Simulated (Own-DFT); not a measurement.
# Shaking the atoms of hexagonal WC, 64 atoms (C32W32)

Calculated results; nothing here was measured. They come from Own-DFT, an in-house plane-wave density functional program, since retired, whose code no person has reviewed. Each row is one single-point run on a periodic cell that was not relaxed, without spin or spin-orbit coupling.

Settings of every run: PBE; PseudoDojo norm-conserving scalar-relativistic files; cutoff 50 hartree; 4 x 4 x 4 k mesh centred on Gamma; cold (Marzari-Vanderbilt) smearing of 0.2 eV.

Known limits, some of them of some rows only: some atoms lie very close together; forces on such cells moved up to 12 meV/angstrom on a denser k mesh; stress not checked against mesh or cutoff.

Cell vectors in Å: (5.833, -5.052, -2.839); (0.000, -5.052, 8.518); (-5.833, -5.052, -2.839). In each run every atom was moved at random and independently from its ideal site; u is the rms move along one axis. E is the free energy for each atom above the fitted value at u = 0, and F the rms of the force components.

| run | u (Å) | E (meV/atom) | F (eV/Å) | largest force (eV/Å) | P (GPa) |
|---|---|---|---|---|---|
| 1 | 0.0190 | 14.0 | 0.568 | 2.97 | 3.32 |
| 2 | 0.0203 | ? | ? | ? | ? |
| 3 | 0.0511 | 95.4 | 1.400 | 5.65 | 6.56 |
| 4 | 0.0512 | 100.4 | 1.484 | 5.12 | 6.90 |
| 5 | 0.0951 | 353.9 | 2.851 | 11.50 | 16.87 |
| 6 | 0.0964 | 353.3 | 2.802 | 9.53 | 17.16 |
| 7 | 0.0976 | 366.0 | 2.807 | 9.33 | 17.14 |
| 8 | 0.1438 | 751.6 | 4.261 | 20.12 | 31.56 |

## Worked fit

For small independent moves the energy grows as E = (3/2) K u², with K the mean stiffness felt by one atom. The runs with u up to 0.11 Å give K = 25.5 ± 0.3 eV/Å², with residuals divided by u² + 0.0006 Å², since the noise grows with the moves. The scatter is 2.5 meV/atom at u = 0.05 Å. The forces follow F = G u with G = 29.0 eV/Å²; no force at u = 0 is resolved. G exceeds K because the moves of its neighbours add to the force on an atom, and stiffness differs between atoms. At u = 0.144 Å the parabola gives 790 meV/atom and the run 752. The pressure follows P = 2.73 + 1541 u² GPa: at fixed volume, shortened bonds push harder than stretched ones pull.

## Withheld run

Question: what energy and rms force should run 2 give?

The fit gives 16 ± 1 meV/atom and about 0.59 eV/Å. The calculation gave 13.6 meV/atom and 0.537 eV/Å.
